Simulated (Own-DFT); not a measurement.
# One host, several defects: B20 RuSi

The numbers are computed, not measured, by runs of the plane-wave DFT program Own-DFT (in-house, retired, unreviewed) at fixed positions, with no spin and no spin-orbit coupling.

Method: PBE; PseudoDojo norm-conserving scalar-relativistic files; cutoff 50 hartree; 5 x 4 x 5 k mesh centred on Gamma; cold (Marzari-Vanderbilt) smearing of 0.2 eV.

Limits (not all hold for every row): not probed for a lower state with spin; forces on such cells failed a check on a denser k mesh; stress not checked against mesh or cutoff.

All runs share one cell, with vectors in Å (4.709, 0.000, 4.709); (0.000, 9.417, 0.000); (-4.709, 0.000, 4.709) and a volume of 417.6 Å³. Atoms were moved at random from their sites; u is the rms move along one axis. The defect's site can differ from row to row.

| cell | formula | u (Å) | P (GPa) |
|---|---|---|---|
| no defect | Ru16Si16 | 0.0197 | 4.71 |
| no defect | Ru16Si16 | 0.0488 | 6.02 |
| no defect | Ru16Si16 | 0.0491 | 5.24 |
| one Ru on a Si site | Ru17Si15 | 0.0298 | 8.30 |
| one Ru on a Si site | Ru17Si15 | 0.0303 | 8.88 |
| one Ru on a Si site | Ru17Si15 | 0.0414 | 8.44 |
| one Ru vacancy | Ru15Si16 | 0.0267 | 2.76 |
| one Ru vacancy | Ru15Si16 | 0.0487 | 3.23 |
| one Ru vacancy | Ru15Si16 | 0.0517 | 3.75 |
| one Si on a Ru site | Ru15Si17 | 0.0300 | 6.65 |
| one Si on a Ru site | Ru15Si17 | 0.0305 | ? |
| one Si on a Ru site | Ru15Si17 | 0.0518 | 6.94 |
| one Si on a Ru site | Ru15Si17 | 0.0569 | 8.47 |
| one Si vacancy | Ru16Si15 | 0.0272 | 1.67 |
| one Si vacancy | Ru16Si15 | 0.0308 | 2.28 |
| one Si vacancy | Ru16Si15 | 0.0508 | 3.60 |

## Worked fit

P = P0 + c u² + a shift for each defect gives P0 = 4.34 GPa, c = 571 ± 147 GPa/Å² and a scatter of 0.47 GPa. The shifts, and each times the cell's volume:

- one Ru on a Si site: 3.53 ± 0.39 GPa, 9.2 eV
- one Si on a Ru site: 1.72 ± 0.39 GPa, 4.5 eV
- one Ru vacancy: -2.19 ± 0.39 GPa, -5.7 eV
- one Si vacancy: -2.63 ± 0.39 GPa, -6.9 eV

Positive is outwards. The product with the volume (160.2 GPa Å³ to the eV) is nearly free of the cell's size; divided by the bulk modulus at the cell's pressure it gives the volume that the defect adds. The atoms around the defects weren't relaxed, which would change these numbers.

## Check

Asked: what pressure belongs in the blank (one Si on a Ru site, u = 0.0305 Å)?

The fitted form gives 6.58 ± 0.58 GPa. DFT gave 6.08 GPa.
